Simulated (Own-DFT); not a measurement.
# Which defects push the lattice out? L1_0 TiAl

The numbers are computed, not measured, by runs of the plane-wave DFT program Own-DFT (in-house, retired, unreviewed) at fixed positions, with no spin and no spin-orbit coupling.

Settings: PBE; PseudoDojo norm-conserving scalar-relativistic files; cutoff 42 hartree; 4 x 4 x 4 k mesh centred on Gamma; cold (Marzari-Vanderbilt) smearing of 0.2 eV.

Known weak points: forces on such cells failed a check on a denser k mesh; stress not checked against mesh or cutoff.

All runs share one cell, with vectors in Å (5.622, 5.622, 0.000); (-5.622, 5.622, 0.000); (0.000, 0.000, 8.133) and a volume of 514.0 Å³. u is the rms random offset of the atoms per axis. The defect's site can differ from row to row.

| cell | formula | u (Å) | P (GPa) |
|---|---|---|---|
| no defect | Al16Ti16 | 0.0200 | 1.17 |
| no defect | Al16Ti16 | 0.0448 | 1.58 |
| no defect | Al16Ti16 | 0.0492 | 1.85 |
| one Ti vacancy | Al16Ti15 | 0.0299 | 0.55 |
| one Ti vacancy | Al16Ti15 | 0.0300 | 0.50 |
| one Ti vacancy | Al16Ti15 | 0.0304 | 0.52 |
| one Ti vacancy | Al16Ti15 | 0.0326 | ? |
| two Al vacancies | Al14Ti16 | 0.0312 | -0.58 |
| two Al vacancies | Al14Ti16 | 0.0468 | -0.40 |
| two Al vacancies | Al14Ti16 | 0.0536 | -0.19 |

## Analysis

P = P0 + c u² + a shift for each defect gives P0 = 1.11 GPa, c = 260 ± 36 GPa/Å² and a scatter of 0.07 GPa. The shifts, and each times the cell's volume:

- one Ti vacancy: -0.82 ± 0.07 GPa, -2.6 eV
- two Al vacancies: -2.03 ± 0.06 GPa, -6.5 eV (-3.3 eV for each of its 2 sites)

A positive shift means that the defect pushes the cell outwards. Shift times volume (160.2 GPa Å³ is 1 eV) depends little on the cell's size, so, taken for each site, it can be compared between cells at like pressure. The atoms around the defects weren't relaxed, which would change these numbers.

## Test on the hidden row

Q: what pressure belongs in the blank (one Ti vacancy, u = 0.0326 Å)?

The fit gives 0.57 ± 0.08 GPa. DFT gave 0.57 GPa.
